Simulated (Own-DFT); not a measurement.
Hf36O71 (tetragonal hafnia with one neutral oxygen vacancy, atoms displaced) (calculated)

All values are calculated (Own-DFT development build). A calculation, not a measurement: plane-wave PBE and HSE06 DFT by an unreviewed code, no spin, of a simulated cell at Gamma alone, so results move with cell size and shape, stress positive in tension, energies less offsets, not probed for a lower state with spin; hafnium file: forces about 75 meV/angstrom off all-electron values; oxygen file: force components 24 meV/angstrom off all-electron in a glass; k mesh not checked against a denser one; forces and stress are PBE's, HSE06 gives the energy alone, and its difference from PBE has offsets of its own; offsets are fitted by least squares, one for each functional and potential file, so energies compare only between cells with the same atoms and settings and are not formation energies; the far tail of each file's local potential was reset to the Coulomb form; each entry is a single point on an unrelaxed cell, so the pressure reflects the starting lattice, taken from the Materials Project, from which strain is counted, and rises with the displacements; printed positions are rounded, which can move forces by about a meV/angstrom; the program is a retired in-house code; no spin-orbit coupling.

```cif
# cell vector a (Å): 10.7800 0.0000 0.0000
# cell vector b (Å): 0.0000 10.7800 0.0000
# cell vector c (Å): 0.0000 0.0000 10.4493
data_Hf36O71
_symmetry_space_group_name_H-M 'P 1'
_symmetry_Int_Tables_number 1
_cell_length_a 10.7800
_cell_length_b 10.7800
_cell_length_c 10.4493
_cell_angle_alpha 90.000
_cell_angle_beta 90.000
_cell_angle_gamma 90.000
_cell_volume 1214.30
loop_
_atom_site_label
_atom_site_type_symbol
_atom_site_fract_x
_atom_site_fract_y
_atom_site_fract_z
_atom_site_occupancy
Hf1 Hf 0.99800 0.00157 0.00183 1
Hf2 Hf 0.16423 0.16723 0.25844 1
O1 O 0.00244 0.16247 0.15230 1
O2 O 0.16973 0.00081 0.35018 1
O3 O 0.00543 0.16813 0.40204 1
O4 O 0.16623 0.99857 0.10100 1
Hf3 Hf 0.99535 0.00052 0.50131 1
Hf4 Hf 0.16558 0.16589 0.75109 1
O5 O 0.00007 0.17318 0.64781 1
O6 O 0.16957 0.99518 0.84833 1
O7 O 0.00682 0.16769 0.90203 1
O8 O 0.17051 0.99968 0.60043 1
Hf5 Hf 0.99849 0.33244 0.99596 1
Hf6 Hf 0.16649 0.49908 0.24819 1
O9 O 0.00046 0.50148 0.15169 1
O10 O 0.16713 0.33491 0.34932 1
O11 O 0.99679 0.49528 0.40745 1
Hf7 Hf 0.99799 0.33288 0.50096 1
Hf8 Hf 0.16586 0.49673 0.74745 1
O12 O 0.99936 0.49808 0.65254 1
O13 O 0.16882 0.33792 0.84304 1
O14 O 0.00992 0.49784 0.90236 1
O15 O 0.16324 0.33781 0.60186 1
Hf9 Hf 0.99886 0.66647 0.99647 1
Hf10 Hf 0.16269 0.83125 0.24867 1
O16 O 0.99834 0.83109 0.15213 1
O17 O 0.16904 0.66751 0.34714 1
O18 O 0.00060 0.82613 0.40419 1
O19 O 0.16422 0.66370 0.09985 1
Hf11 Hf 0.99834 0.66489 0.49733 1
Hf12 Hf 0.16812 0.82704 0.75549 1
O20 O 0.99631 0.83347 0.65254 1
O21 O 0.16776 0.66458 0.84232 1
O22 O 0.00123 0.83469 0.90331 1
O23 O 0.16738 0.66532 0.59556 1
Hf13 Hf 0.33465 0.99548 0.99916 1
Hf14 Hf 0.49835 0.16721 0.25078 1
O24 O 0.34025 0.16814 0.15209 1
O25 O 0.49971 0.00307 0.34437 1
O26 O 0.33399 0.16574 0.40279 1
O27 O 0.50093 0.99957 0.09785 1
Hf15 Hf 0.33654 0.00111 0.50432 1
Hf16 Hf 0.50244 0.16736 0.75067 1
O28 O 0.33603 0.16727 0.65263 1
O29 O 0.50337 0.99919 0.84915 1
O30 O 0.33101 0.16437 0.90824 1
O31 O 0.49823 0.99584 0.59416 1
Hf17 Hf 0.33446 0.33493 0.99961 1
Hf18 Hf 0.50451 0.50225 0.24940 1
O32 O 0.33274 0.49775 0.15561 1
O33 O 0.49822 0.33335 0.34496 1
O34 O 0.33438 0.49840 0.40800 1
O35 O 0.50266 0.33285 0.10003 1
Hf19 Hf 0.33222 0.33449 0.49468 1
Hf20 Hf 0.50231 0.49876 0.74650 1
O36 O 0.33276 0.50271 0.65724 1
O37 O 0.49924 0.33148 0.85064 1
O38 O 0.33429 0.50299 0.90270 1
O39 O 0.50092 0.33392 0.59875 1
Hf21 Hf 0.33094 0.66844 0.99847 1
Hf22 Hf 0.50422 0.83019 0.24578 1
O40 O 0.33399 0.83814 0.14994 1
O41 O 0.49955 0.66184 0.34475 1
O42 O 0.33178 0.82507 0.40210 1
O43 O 0.50037 0.66482 0.10223 1
Hf23 Hf 0.33586 0.66417 0.49136 1
Hf24 Hf 0.50248 0.83028 0.74877 1
O44 O 0.32994 0.83817 0.65040 1
O45 O 0.50420 0.66470 0.84599 1
O46 O 0.33497 0.83202 0.90447 1
O47 O 0.50350 0.67069 0.59864 1
Hf25 Hf 0.66601 0.00039 0.00349 1
Hf26 Hf 0.82750 0.16553 0.24583 1
O48 O 0.66931 0.16774 0.15022 1
O49 O 0.83360 0.00081 0.34447 1
O50 O 0.66479 0.16534 0.40380 1
O51 O 0.83282 0.00116 0.10330 1
Hf27 Hf 0.66654 0.99701 0.49561 1
Hf28 Hf 0.83442 0.16808 0.75198 1
O52 O 0.66697 0.16359 0.64967 1
O53 O 0.83080 0.99750 0.85077 1
O54 O 0.66690 0.17026 0.89829 1
O55 O 0.82968 0.99936 0.59694 1
Hf29 Hf 0.66532 0.33760 0.00243 1
Hf30 Hf 0.83038 0.50294 0.25472 1
O56 O 0.66640 0.50206 0.14896 1
O57 O 0.83595 0.33660 0.34149 1
O58 O 0.66708 0.50006 0.40123 1
O59 O 0.83568 0.33408 0.09992 1
Hf31 Hf 0.66930 0.33570 0.49859 1
Hf32 Hf 0.83029 0.50257 0.74694 1
O60 O 0.66467 0.49704 0.65243 1
O61 O 0.83122 0.33194 0.85510 1
O62 O 0.66593 0.50185 0.90097 1
O63 O 0.82842 0.32939 0.59592 1
Hf33 Hf 0.66633 0.66453 0.99858 1
Hf34 Hf 0.83175 0.83315 0.24798 1
O64 O 0.66606 0.83078 0.15321 1
O65 O 0.83404 0.67224 0.35143 1
O66 O 0.66779 0.83460 0.40385 1
O67 O 0.83250 0.66767 0.09827 1
Hf35 Hf 0.66685 0.66974 0.50151 1
Hf36 Hf 0.83128 0.84043 0.75025 1
O68 O 0.66595 0.83252 0.65676 1
O69 O 0.83437 0.66583 0.84788 1
O70 O 0.67036 0.82974 0.90145 1
O71 O 0.83134 0.66726 0.59679 1
_calc_first_functional 'PBE'
_calc_second_functional 'HSE06'
_calc_exact_exchange_share 0.25
_calc_screening 0.11  # 1/bohr
_calc_exchange_divergence 'Gygi-Baldereschi'
_calc_potential_files 'PseudoDojo norm-conserving, scalar-relativistic, made for PBE, standard set'
_calc_wave_cutoff 48  # hartree
_calc_occupations 'fixed'
_calc_k_mesh '1 x 1 x 1 centred on Gamma'
_calc_PBE_energy_of_cell_above_offsets '-100.739'  # eV
_calc_HSE06_less_PBE_above_offsets '-0.152'  # eV
_calc_PBE_pressure 1  # GPa
_calc_PBE_stress_xx 0.24  # GPa
_calc_PBE_stress_yy -1.64  # GPa
_calc_PBE_stress_zz -1.59  # GPa
_calc_PBE_stress_yz 0.35  # GPa
_calc_PBE_stress_xz -0.08  # GPa
_calc_PBE_stress_xy -0.03  # GPa
```

Force:
```
element  x (eV/Å)  y (eV/Å)  z (eV/Å)
     Hf      1.25    -0.129     0.444
     Hf     0.625     -0.64    -1.177
      O     -0.49     0.468     0.032
      O    -0.395    -0.852    -0.112
      O    -0.302    -0.363     0.133
      O    -0.133    -0.126    -0.534
     Hf     1.673     -0.58    -0.059
     Hf     0.867    -0.407    -0.175
      O    -0.436      -0.7     0.721
      O     -0.17     0.605     0.128
      O    -0.395    -0.557    -0.502
      O    -1.422     0.613    -0.362
     Hf      0.64     0.662     1.152
     Hf    -0.276     0.218    -0.284
      O     -0.33    -0.267     0.467
      O     0.165     0.123    -0.287
      O    -0.062     1.042    -0.784
     Hf     0.424    -0.258     0.361
     Hf     0.139     0.573    -0.436
      O    -1.087     0.052     0.141
      O     0.222    -1.597     0.992
      O    -0.723     0.376      0.06
      O     0.723    -0.319    -0.905
     Hf    -0.066    -0.415     0.422
     Hf     0.938     0.834     0.337
      O    -0.292     0.156    -0.012
      O    -0.277    -0.854    -0.188
      O    -0.014     1.837    -0.441
      O     0.492     0.496    -0.628
     Hf      0.85    -0.142     1.118
     Hf    -0.268     1.151    -1.866
      O     0.371     0.213     0.252
      O     0.007     0.014     1.254
      O    -0.105    -0.167     0.142
      O    -0.255     0.048    -0.398
     Hf    -0.735     0.911     0.665
     Hf    -0.005     0.222    -0.219
      O    -1.553     0.338     0.302
      O     0.187    -1.271      0.17
      O     -0.02     0.479    -0.007
      O     0.532    -0.221    -0.093
     Hf    -1.288     -0.93    -0.582
     Hf     0.076     -0.02     0.006
      O    -0.369    -0.005     0.271
      O    -0.018    -0.168    -0.252
      O    -0.079     0.423    -0.513
      O     1.268     0.009     0.376
     Hf    -0.353    -0.302     0.367
     Hf     -0.78     -1.14    -0.521
      O     0.138    -0.301     -0.08
      O     0.106     0.361     0.442
      O     0.006    -0.027    -0.991
      O    -0.142     0.327    -0.385
     Hf     0.118    -0.729     1.379
     Hf    -1.305    -0.372     0.671
      O     0.811    -0.188    -0.474
      O         0     0.479    -0.277
      O     0.154    -0.197     0.505
      O     0.026     0.125    -0.434
     Hf     0.093    -0.792     0.582
     Hf    -1.821     0.634     0.571
      O     0.096    -0.511     0.332
      O     0.329     1.011     0.636
      O     0.554      1.59    -0.402
      O    -0.297     0.243    -0.691
     Hf    -0.912     0.613     1.925
     Hf    -1.145     0.348     0.024
      O     0.871    -0.463     0.821
      O    -0.153      0.31     0.217
      O      0.02    -0.501    -0.656
      O    -0.368     -0.17    -0.363
     Hf    -0.342     0.332    -1.062
     Hf     1.273     0.693     0.247
      O    -0.833    -0.231    -0.256
      O     0.155    -0.277     0.671
      O     0.517     0.437    -0.347
      O    -0.185    -0.151    -0.621
     Hf    -0.789     1.366     0.681
     Hf    -0.996     0.245    -0.232
      O     0.147    -0.028     0.506
      O      0.36     1.348     0.115
      O     0.127    -0.678     0.766
      O     0.488    -0.053     0.219
     Hf     0.392    -0.633    -0.349
     Hf     0.888    -0.022    -0.937
      O     0.458    -0.072     0.242
      O    -0.466    -0.863     0.755
      O     0.194     0.483    -0.074
      O    -0.378    -0.053     -0.37
     Hf    -1.228    -0.935     0.048
     Hf     0.619    -0.102     0.512
      O     0.792     0.214    -0.561
      O     0.461     0.507    -1.158
      O     0.151    -0.414     -0.11
      O      0.71     0.251     0.449
     Hf    -0.012     0.232    -0.055
     Hf     0.756    -0.053     0.095
      O     0.394     0.251    -0.334
      O    -0.295    -0.882    -0.392
      O    -0.299    -0.664     -0.52
      O     0.055    -0.014    -0.087
     Hf     0.132    -0.303     0.042
     Hf     0.534    -1.369     0.056
      O      0.39     0.125    -0.822
      O     0.252    -0.099    -0.247
      O    -0.193     0.654     0.601
      O    -0.157    -0.476     0.196
```
